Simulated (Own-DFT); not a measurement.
# Computed records: Hf16O31 (monoclinic hafnia with two neutral oxygen vacancies, atoms displaced), Hf32O63 (monoclinic hafnia with one neutral oxygen vacancy, atoms displaced)

A calculation, not a measurement: plane-wave PBE and HSE06 DFT by an unreviewed code, no spin, of a simulated cell at Gamma alone, so results move with cell size and shape, stress positive in tension, energies less offsets, not probed for a lower state with spin; hafnium file: forces about 75 meV/angstrom off all-electron values; oxygen file: force components 24 meV/angstrom off all-electron in a glass; k mesh not checked against a denser one; forces and stress are PBE's, HSE06 gives the energy alone, and its difference from PBE has offsets of its own; offsets are fitted by least squares, one for each functional and potential file, so energies compare only between cells with the same atoms and settings and are not formation energies; the far tail of each file's local potential was reset to the Coulomb form; each entry is a single point on an unrelaxed cell, so the pressure reflects the starting lattice, mostly measured values, from which strain is counted, and rises with the displacements; printed positions are rounded, which can move forces by about a meV/angstrom; the program is a retired in-house code; no spin-orbit coupling. Program: Own-DFT development build.

Common to all runs: first functional PBE; second functional HSE06; exact exchange share 0.25; screening 0.11 1/bohr; exchange divergence Gygi-Baldereschi; potential files PseudoDojo norm-conserving, scalar-relativistic, made for PBE, standard set; wave cutoff 48 hartree; occupations fixed; k mesh 1 x 1 x 1 centred on Gamma.

(1) Hf16O31 (monoclinic hafnia with two neutral oxygen vacancies, atoms displaced)

```
cell vectors (Å)
  10.2340     0.0000     0.0000
   0.0000    10.3500     0.0000
  -1.6955     0.0000    10.4453
atoms (fractions of the cell vectors)
Hf  0.13221  0.02137  0.10732
Hf  0.36027  0.27215  0.14759
Hf  0.36520  0.48038  0.39971
Hf  0.13724  0.23322  0.35897
O   0.04114  0.16079  0.16934
O   0.46022  0.41903  0.07829
O   0.46142  0.33730  0.32852
O   0.03552  0.08431  0.42255
O   0.22413  0.37917  0.23559
O   0.27099  0.12153  0.01120
O   0.27545  0.12074  0.25657
O   0.22921  0.37215  0.49454
Hf  0.13865  0.01946  0.59676
Hf  0.36182  0.27320  0.64864
Hf  0.36283  0.47659  0.89368
Hf  0.13838  0.22830  0.85237
O   0.03483  0.16568  0.67409
O   0.46331  0.41534  0.58095
O   0.46241  0.33509  0.82055
O   0.04248  0.08690  0.92524
O   0.22266  0.37442  0.74042
O   0.27501  0.13398  0.51213
O   0.27413  0.11883  0.76284
O   0.22557  0.37546  0.99472
Hf  0.13686  0.51120  0.10245
Hf  0.36386  0.76795  0.14998
Hf  0.35563  0.97733  0.39569
Hf  0.13622  0.73317  0.35327
O   0.03462  0.66964  0.17889
O   0.46095  0.91861  0.07436
O   0.46542  0.83448  0.32680
O   0.03744  0.58101  0.41870
O   0.22668  0.87471  0.23963
O   0.27747  0.63084  0.01329
O   0.27721  0.62696  0.26283
O   0.22175  0.87125  0.49104
Hf  0.14104  0.52358  0.60914
Hf  0.36869  0.76747  0.65441
Hf  0.36117  0.97654  0.89171
Hf  0.13557  0.73220  0.85623
O   0.03898  0.66385  0.67482
O   0.46369  0.91344  0.57845
O   0.46273  0.83843  0.82816
O   0.04065  0.58829  0.92564
O   0.22059  0.88275  0.73890
O   0.27744  0.62971  0.50984
O   0.27404  0.61943  0.75825
O   0.21771  0.87214  0.99360
Hf  0.63556  0.02110  0.10330
Hf  0.86170  0.27188  0.14458
Hf  0.85945  0.47309  0.39752
Hf  0.63566  0.23100  0.35077
O   0.53827  0.16163  0.17505
O   0.53788  0.08513  0.42141
O   0.72698  0.37947  0.23904
O   0.77344  0.12494  0.00411
O   0.77539  0.12248  0.25987
O   0.72813  0.37098  0.49036
Hf  0.64129  0.02043  0.60746
Hf  0.86277  0.26985  0.64503
Hf  0.86325  0.48017  0.89598
Hf  0.63942  0.23000  0.85648
O   0.53506  0.16415  0.67130
O   0.95717  0.41727  0.57507
O   0.96279  0.33557  0.82220
O   0.53574  0.08265  0.92257
O   0.72195  0.37977  0.74213
O   0.77459  0.12761  0.51147
O   0.76999  0.11570  0.75803
O   0.72712  0.36728  0.99280
Hf  0.63829  0.51622  0.10333
Hf  0.86264  0.76849  0.14652
Hf  0.86283  0.97770  0.39401
Hf  0.63664  0.72861  0.35533
O   0.53900  0.66209  0.17595
O   0.97217  0.91868  0.07923
O   0.96400  0.83725  0.32539
O   0.54092  0.58636  0.42314
O   0.72149  0.88065  0.24381
O   0.77075  0.62722  0.00554
O   0.77193  0.61986  0.25817
O   0.72308  0.87198  0.48916
Hf  0.63142  0.52150  0.60501
Hf  0.85910  0.76787  0.64450
Hf  0.86036  0.98405  0.89516
Hf  0.64239  0.73378  0.85452
O   0.53493  0.66865  0.66760
O   0.96046  0.91375  0.57716
O   0.96235  0.83207  0.82623
O   0.53933  0.58758  0.92623
O   0.72603  0.87852  0.74153
O   0.77652  0.62901  0.50613
O   0.77386  0.61973  0.76283
O   0.72433  0.87279  0.99086
```

* PBE energy of cell above offsets: -90.545 eV
* HSE06 less PBE above offsets: 0.426 eV
* PBE pressure: 3.78 GPa
* PBE stress xx: -3.81 GPa
* PBE stress yy: -3.64 GPa
* PBE stress zz: -3.89 GPa
* PBE stress yz: -0.48 GPa
* PBE stress xz: -0.25 GPa
* PBE stress xy: 0.52 GPa

Force:
```tsv
element	x (eV/Å)	y (eV/Å)	z (eV/Å)
Hf	3.303	-1.264	-0.788
Hf	-0.097	-1.443	-0.534
Hf	-0.861	1.193	-0.727
Hf	0.331	-0.186	-1.224
O	-2.943	3.494	1.471
O	0.72	-0.314	-0.209
O	0.739	-0.512	-0.269
O	0.028	0.431	-0.461
O	-0.39	-0.318	1.041
O	1.145	1.774	0.103
O	0.004	0.18	1.386
O	-0.592	-0.036	-0.75
Hf	-0.482	-0.161	1.789
Hf	-0.072	-1.602	-0.513
Hf	-0.111	1.329	0.93
Hf	0.063	-0.558	0.643
O	-0.045	-0.137	-0.4
O	0.721	0.808	-0.4
O	0.716	0.112	1.326
O	-2.095	-0.625	-0.797
O	-0.138	0.794	0.061
O	-0.023	-0.555	-0.353
O	0.286	0.605	-0.602
O	-0.183	-0.734	-0.94
Hf	-0.212	2.114	0.605
Hf	-0.173	0.364	-0.987
Hf	1.627	0.255	-0.126
Hf	0.363	-1.14	0.227
O	0.034	-0.941	-1.214
O	0.46	-0.356	0.377
O	-0.084	0.232	0.419
O	-0.482	-0.555	0.623
O	-0.433	0.661	0.669
O	0.013	-0.603	-0.401
O	0.057	-1.126	0.295
O	0.019	0.332	-0.138
Hf	-0.481	-0.207	-1.545
Hf	-1.562	1.103	-1.7
Hf	-1.663	1.12	1.601
Hf	0.756	0.828	0.498
O	-1.048	0.43	-0.273
O	0.135	0.314	-0.135
O	1.469	-1.581	-0.26
O	-1.684	-1.642	0.189
O	0.237	-0.694	0.03
O	0.012	-0.049	0.655
O	0.59	-0.235	0.702
O	0.663	-0.601	-0.882
Hf	-0.16	-0.897	0.188
Hf	0.38	-0.889	0.336
Hf	1.277	1.333	-0.858
Hf	0.203	-1.16	1.127
O	-1.164	1.408	-0.187
O	-0.817	-0.305	0.109
O	0.412	-0.598	0.156
O	0.467	0.665	0.751
O	0.633	0.31	-0.188
O	-1.115	-0.236	-0.261
Hf	-0.846	-0.028	-1.481
Hf	-0.414	-0.157	-0.241
Hf	0.216	0.182	-0.254
Hf	-0.396	-0.764	-1.093
O	-0.4	0.515	0.376
O	1.459	0.287	0.246
O	0.193	0.207	0.871
O	-0.09	0.493	-0.354
O	-0.102	-0.215	-0.169
O	0.357	0.238	0.008
O	0.614	0.824	0.534
O	0.606	0.204	0.023
Hf	-0.095	1.507	0.331
Hf	-0.1	0.225	0.081
Hf	-1.296	0.278	0.36
Hf	0.945	0.846	-0.573
O	-0.642	0.233	-0.3
O	-2.51	-1.339	-0.453
O	0.138	-0.15	0.036
O	-1.541	-1.482	0.559
O	0.414	-0.045	-0.693
O	0.817	0.291	0.615
O	0.66	-0.051	0.137
O	-0.037	-0.206	0.343
Hf	1.694	-0.435	-0.028
Hf	0.601	0.225	-0.12
Hf	1.286	-0.765	0.391
Hf	-0.263	-0.45	0.647
O	0.423	-0.088	0.861
O	0.719	0.35	-0.16
O	-0.232	0.229	0.212
O	-1.072	-0.564	-0.901
O	-0.289	-0.271	-0.118
O	-0.021	-0.078	0.815
O	0.118	0.333	-0.49
O	0.331	-0.313	-0.203
```

(2) Hf16O31 (monoclinic hafnia with two neutral oxygen vacancies, atoms displaced)

```
cell vectors (Å)
  10.2340     0.0000     0.0000
   0.0000    10.3500     0.0000
  -1.6955     0.0000    10.4453
atoms (fractions of the cell vectors)
Hf  0.13620  0.01909  0.10409
Hf  0.36107  0.26706  0.14649
Hf  0.36758  0.48241  0.39999
Hf  0.13615  0.22190  0.35402
O   0.03711  0.16964  0.17144
O   0.46416  0.41062  0.07420
O   0.45748  0.33624  0.32496
O   0.03667  0.08245  0.42374
O   0.22219  0.37855  0.23999
O   0.27659  0.12893  0.00705
O   0.27040  0.12228  0.26240
O   0.22309  0.37113  0.48829
Hf  0.13620  0.01411  0.60557
Hf  0.36562  0.26781  0.64393
Hf  0.36245  0.47988  0.89816
Hf  0.14162  0.22785  0.85686
O   0.03864  0.16773  0.67310
O   0.46000  0.41982  0.57865
O   0.46474  0.33200  0.82781
O   0.03943  0.08787  0.92331
O   0.22462  0.37529  0.74295
O   0.27730  0.13433  0.51316
O   0.27213  0.12003  0.75753
O   0.22493  0.37324  0.99270
Hf  0.13568  0.51878  0.10633
Hf  0.36405  0.77109  0.13900
Hf  0.35857  0.97899  0.39456
Hf  0.13479  0.72705  0.35037
O   0.03832  0.66714  0.17268
O   0.45882  0.91338  0.07783
O   0.46077  0.83259  0.32635
O   0.03733  0.58363  0.42187
O   0.22464  0.88660  0.24253
O   0.27597  0.62410  0.01175
O   0.27191  0.62114  0.26087
O   0.22800  0.87762  0.49355
Hf  0.14221  0.52094  0.60365
Hf  0.35672  0.76906  0.64468
Hf  0.36240  0.97891  0.89467
Hf  0.13902  0.72754  0.85325
O   0.03896  0.66485  0.67221
O   0.46312  0.91773  0.57822
O   0.46073  0.83043  0.82730
O   0.03721  0.57937  0.92340
O   0.22493  0.88249  0.74080
O   0.27370  0.62821  0.50614
O   0.27486  0.61694  0.76123
O   0.22780  0.86873  0.99147
Hf  0.64139  0.02658  0.10541
Hf  0.85994  0.27110  0.14563
Hf  0.85953  0.47994  0.39310
Hf  0.64000  0.22670  0.36009
O   0.53859  0.17113  0.17744
O   0.95701  0.42141  0.07397
O   0.95948  0.34004  0.32572
O   0.53670  0.08308  0.42123
O   0.72206  0.38015  0.24050
O   0.77278  0.13252  0.00868
O   0.78072  0.11800  0.25909
O   0.72537  0.37045  0.49054
Hf  0.63855  0.01891  0.60693
Hf  0.86527  0.27365  0.64350
Hf  0.86066  0.48155  0.89370
Hf  0.63869  0.23112  0.85350
O   0.95902  0.42075  0.57060
O   0.96233  0.33551  0.82823
O   0.53351  0.07934  0.92879
O   0.72499  0.38559  0.74693
O   0.77974  0.12665  0.51062
O   0.72646  0.37152  0.99568
Hf  0.63749  0.52064  0.10563
Hf  0.86042  0.76944  0.14478
Hf  0.86257  0.98280  0.39403
Hf  0.63628  0.72640  0.35019
O   0.53506  0.66506  0.17336
O   0.96057  0.91366  0.07434
O   0.96425  0.83761  0.32372
O   0.53620  0.58660  0.41678
O   0.72528  0.88246  0.24128
O   0.77175  0.63017  0.01287
O   0.77701  0.62322  0.25990
O   0.72412  0.87203  0.49428
Hf  0.63761  0.52077  0.60177
Hf  0.86265  0.76886  0.64249
Hf  0.86011  0.97786  0.89136
Hf  0.63411  0.73125  0.85976
O   0.53821  0.66619  0.67331
O   0.96343  0.91410  0.57440
O   0.96517  0.83876  0.83111
O   0.53599  0.58088  0.92383
O   0.72446  0.88112  0.74010
O   0.77082  0.63007  0.51190
O   0.77420  0.62464  0.75643
O   0.72690  0.87207  0.98924
```

- PBE energy of cell above offsets: -91.604 eV
- HSE06 less PBE above offsets: 0.422 eV
- PBE pressure: 3.64 GPa
- PBE stress xx: -3.61 GPa
- PBE stress yy: -3.73 GPa
- PBE stress zz: -3.58 GPa
- PBE stress yz: 0.43 GPa
- PBE stress xz: -0.43 GPa
- PBE stress xy: -0.45 GPa

Force:
```tsv
element	x (eV/Å)	y (eV/Å)	z (eV/Å)
Hf	-0.246	0.203	-0.31
Hf	-0.363	1.219	0.093
Hf	-1.721	-0.699	-1.596
Hf	0.285	2.502	0.29
O	-0.491	-0.265	-0.169
O	0.512	0.424	0.336
O	1.42	-0.733	0.658
O	-0.325	-0.28	-0.059
O	-0.128	-0.089	-0.209
O	0.136	-0.299	0.664
O	0.718	-0.24	-0.257
O	-0.117	0.076	0.142
Hf	0.244	1.55	0.036
Hf	-0.913	0.449	0.702
Hf	-0.29	-1.138	-0.031
Hf	-0.145	0.983	-0.57
O	-0.858	0.086	-0.334
O	0.87	0.098	0.192
O	0.466	-0.62	-0.449
O	-1.315	-1.045	0.054
O	0.189	0.479	-0.588
O	0.012	-1.016	-0.494
O	0.674	-0.183	0.416
O	-0.23	-0.548	-0.279
Hf	0.502	-0.719	0.107
Hf	-1.233	-0.623	1.685
Hf	0.773	0.02	0.223
Hf	0.404	0.418	0.181
O	-0.959	0.511	-0.198
O	1.787	1.281	-0.131
O	0.425	-0.087	0.061
O	-0.559	0.085	-0.025
O	-0.197	-0.801	-0.446
O	0.188	0.569	-0.276
O	0.427	0.11	0.026
O	-0.64	-1.006	-0.414
Hf	-0.377	-1.349	-0.384
Hf	1.344	0.185	-0.006
Hf	-0.259	0.448	0.117
Hf	-0.652	-0.234	0.691
O	-0.554	0.625	0.047
O	0.269	0.163	0.479
O	0.156	-0.164	0.103
O	0.121	0.903	-0.608
O	-0.257	-1.082	0.051
O	0.218	0.735	0.95
O	0.268	0.771	-0.366
O	-0.76	-0.072	-0.613
Hf	-0.714	-0.771	-0.004
Hf	0.354	0.92	-0.115
Hf	0.304	0.191	0.124
Hf	-0.631	0.719	-0.653
O	0.238	-0.735	-0.261
O	0.62	-0.248	0.783
O	0.996	-1.225	-0.176
O	-0.364	-0.205	0.391
O	-0.295	-0.143	0.149
O	0.329	-0.404	-0.278
O	-0.35	0.916	0.045
O	-0.536	0.074	-0.059
Hf	-0.526	-0.009	-0.467
Hf	-0.026	-0.259	0.849
Hf	-0.073	-0.137	0.407
Hf	-0.39	-0.151	0.37
O	0.691	-0.056	0.964
O	0.395	-0.523	-0.444
O	0.602	0.862	-0.883
O	-0.2	-0.674	-0.925
O	-0.065	0.291	0.537
O	-0.432	0.09	-0.681
Hf	-0.009	-1.034	-0.28
Hf	0.176	0.471	0.214
Hf	-0.456	-1.212	0.333
Hf	0.233	1.798	0.643
O	-0.069	0.066	-0.386
O	0.875	0.745	0.15
O	0.344	-0.297	0.155
O	-0.349	-0.846	0.756
O	-0.319	-0.309	-0.405
O	0.215	0.069	-0.307
O	-0.09	-0.02	0.089
O	0.145	-0.223	-0.707
Hf	0.099	0.274	1.077
Hf	-0.646	0.053	0.51
Hf	-0.029	0.668	0.661
Hf	0.593	-0.514	-1.109
O	-0.964	0.391	-0.211
O	0.433	0.068	0.363
O	0.915	-1.127	-0.865
O	-0.068	0.34	-0.108
O	0.14	0.37	0.094
O	0.526	-0.038	-0.502
O	0.188	0.108	0.694
O	-0.63	0.072	-0.029
```

(3) Hf32O63 (monoclinic hafnia with one neutral oxygen vacancy, atoms displaced)

```
cell vectors (Å)
  10.2340     0.0000     0.0000
   0.0000    10.3500     0.0000
  -1.6955     0.0000    10.4453
atoms (fractions of the cell vectors)
Hf  0.13726  0.02667  0.10274
Hf  0.36117  0.26910  0.14575
Hf  0.35570  0.47845  0.39196
Hf  0.13758  0.23367  0.35504
O   0.03563  0.15903  0.17173
O   0.46241  0.43192  0.07655
O   0.46223  0.33456  0.31900
O   0.04391  0.07837  0.42369
O   0.22202  0.37247  0.23855
O   0.27823  0.12627  0.01410
O   0.27712  0.13030  0.25567
O   0.22628  0.37356  0.49815
Hf  0.13354  0.01748  0.60885
Hf  0.35862  0.27442  0.65359
Hf  0.36395  0.47420  0.89789
Hf  0.12688  0.22272  0.85168
O   0.03902  0.16896  0.67891
O   0.47322  0.41881  0.57912
O   0.46576  0.33858  0.83150
O   0.03615  0.08844  0.92628
O   0.22276  0.37734  0.73276
O   0.26938  0.12512  0.50711
O   0.26558  0.11843  0.75655
O   0.22826  0.36562  0.99356
Hf  0.13687  0.51868  0.10217
Hf  0.35279  0.76890  0.13785
Hf  0.36136  0.98105  0.39552
Hf  0.13744  0.73297  0.36105
O   0.46919  0.90772  0.08012
O   0.47070  0.82737  0.32321
O   0.04135  0.58466  0.42735
O   0.21971  0.87812  0.23643
O   0.27358  0.62681  0.01282
O   0.26734  0.61463  0.25640
O   0.22675  0.86543  0.49550
Hf  0.13672  0.51646  0.60915
Hf  0.37257  0.77774  0.64533
Hf  0.36446  0.97174  0.90801
Hf  0.13338  0.71957  0.85527
O   0.03452  0.66710  0.67403
O   0.46862  0.91557  0.57513
O   0.45920  0.82854  0.82378
O   0.03483  0.58011  0.92135
O   0.22466  0.87912  0.73807
O   0.28125  0.63069  0.51497
O   0.27856  0.62411  0.76062
O   0.22852  0.87519  0.98264
Hf  0.63672  0.01482  0.10726
Hf  0.86425  0.26521  0.14762
Hf  0.86867  0.47470  0.40369
Hf  0.63493  0.23153  0.36649
O   0.54369  0.17169  0.17097
O   0.96310  0.41586  0.06949
O   0.95909  0.33599  0.31621
O   0.53203  0.08565  0.42923
O   0.71540  0.37755  0.24069
O   0.76924  0.12975  0.00658
O   0.78049  0.11568  0.27360
O   0.72453  0.38311  0.48645
Hf  0.63310  0.01822  0.59592
Hf  0.86766  0.26653  0.64799
Hf  0.86045  0.47776  0.89832
Hf  0.64138  0.22952  0.85993
O   0.54092  0.16880  0.66302
O   0.96581  0.41693  0.57366
O   0.96388  0.32442  0.81891
O   0.53418  0.08907  0.92930
O   0.72752  0.37821  0.74210
O   0.77635  0.13701  0.50570
O   0.77745  0.12329  0.76514
O   0.71359  0.37538  0.98526
Hf  0.63370  0.52325  0.11631
Hf  0.86387  0.77374  0.14192
Hf  0.85821  0.97713  0.39215
Hf  0.63199  0.73363  0.35824
O   0.53703  0.67030  0.17296
O   0.96105  0.91735  0.08458
O   0.96002  0.82644  0.31989
O   0.52194  0.58206  0.41429
O   0.73038  0.87856  0.23622
O   0.78121  0.63247  0.00976
O   0.78263  0.62035  0.25555
O   0.72787  0.87164  0.49125
Hf  0.64026  0.51498  0.60667
Hf  0.85889  0.76329  0.64567
Hf  0.86187  0.98529  0.89510
Hf  0.63214  0.73247  0.86067
O   0.54061  0.66498  0.68600
O   0.95543  0.91865  0.56400
O   0.96467  0.83198  0.82474
O   0.53172  0.58843  0.92346
O   0.73641  0.87948  0.74696
O   0.77252  0.63065  0.51339
O   0.75771  0.62390  0.75151
O   0.73202  0.86846  0.98760
```

* PBE energy of cell above offsets: -89.817 eV
* HSE06 less PBE above offsets: -0.010 eV
* PBE pressure: 6.19 GPa
* PBE stress xx: -6.26 GPa
* PBE stress yy: -5.77 GPa
* PBE stress zz: -6.54 GPa
* PBE stress yz: 0.43 GPa
* PBE stress xz: -1.02 GPa
* PBE stress xy: -0.64 GPa

Force:
```tsv
element	x (eV/Å)	y (eV/Å)	z (eV/Å)
Hf	0.5	-1.808	0.615
Hf	1.197	0.556	-0.665
Hf	0.67	0.632	1.088
Hf	0.185	-1.204	0.503
O	-1.224	1.565	0.631
O	-1.179	-1.795	0.959
O	0.031	0.07	1.223
O	-1.004	0.527	-0.872
O	-0.63	0.603	0.075
O	0.077	-0.34	-0.369
O	-0.106	-1.318	1.058
O	-0.165	-0.747	-1.155
Hf	0.674	-0.804	-0.966
Hf	1.525	-1.045	-1.253
Hf	-0.049	1.972	-0.196
Hf	3.611	1.347	1.185
O	-1.019	-0.798	-1.861
O	-1.854	-1.383	-0.091
O	0.519	-1.374	-0.868
O	-1.109	-1.308	0.321
O	-0.479	-0.014	1.564
O	1.071	0.558	0.416
O	1.153	0.314	0.894
O	-0.489	0.089	-0.787
Hf	0.059	0.387	0.787
Hf	0.335	-0.881	1.635
Hf	-1.112	-0.301	-0.277
Hf	-0.091	-0.804	-0.802
O	0.063	0.294	-0.186
O	-2.765	2.463	0.385
O	-0.537	-0.447	-0.253
O	0.854	0.529	0.268
O	-0.238	0.134	-0.239
O	-0.257	0.543	0.085
O	0.357	1.273	-0.886
Hf	1.808	2.401	-0.377
Hf	-2.157	-2.929	0.448
Hf	0.39	1.838	-3.057
Hf	1.048	2.092	-1.011
O	-0.093	-0.636	-0.166
O	0.296	0.543	-0.804
O	0.173	1.477	1.434
O	-0.548	-0.978	0.066
O	-0.067	-0.1	0.114
O	-0.156	-0.584	-0.362
O	-0.73	-0.896	0.626
O	-1.261	-1.183	1.223
Hf	0.629	1.313	-0.046
Hf	-1.613	0.813	-0.527
Hf	-1.116	2.43	-2.86
Hf	0.82	1.078	-2.575
O	-0.344	-0.58	0.462
O	-0.216	-0.978	0.781
O	1.217	-0.466	1.047
O	-0.454	-0.24	-1.41
O	0.829	-0.712	0.284
O	0.904	-0.145	1.206
O	-0.543	1.796	-2.067
O	-0.249	-1.349	0.538
Hf	1.803	0.479	2.594
Hf	-1.761	0.305	-0.729
Hf	-1.514	0.871	-0.669
Hf	-0.637	0.105	-1.136
O	-0.87	0.45	1.107
O	-0.132	-1.067	1.033
O	-0.774	1.985	1.524
O	-0.602	-0.787	-0.314
O	0.351	-0.208	-0.212
O	-0.236	-0.527	1.047
O	0.35	0.182	-0.589
O	1.009	-0.249	0.586
Hf	1.806	0.246	-1.522
Hf	-0.354	-2.131	0.306
Hf	1.615	-0.835	0.164
Hf	1.872	-2.458	-0.73
O	-0.846	0.696	0.031
O	1.801	1.631	-1.137
O	0.965	0.179	1.123
O	1.337	0.73	0.512
O	-1.193	-0.047	0.37
O	-0.125	-1.02	-0.435
O	-0.538	-0.257	1.256
O	-1.218	0.131	-0.557
Hf	-0.648	1.423	-0.13
Hf	-0.078	1.417	0.625
Hf	-0.342	-2.18	-0.171
Hf	1.409	-1.284	-0.518
O	-1.357	0.333	-2.099
O	0.976	-0.474	2.147
O	0.63	0.391	0.766
O	-0.109	-0.339	0.677
O	-1.257	0.672	-1.198
O	0.111	-0.479	-0.787
O	2.463	-0.705	1.768
O	-1.051	1.337	0.367
```
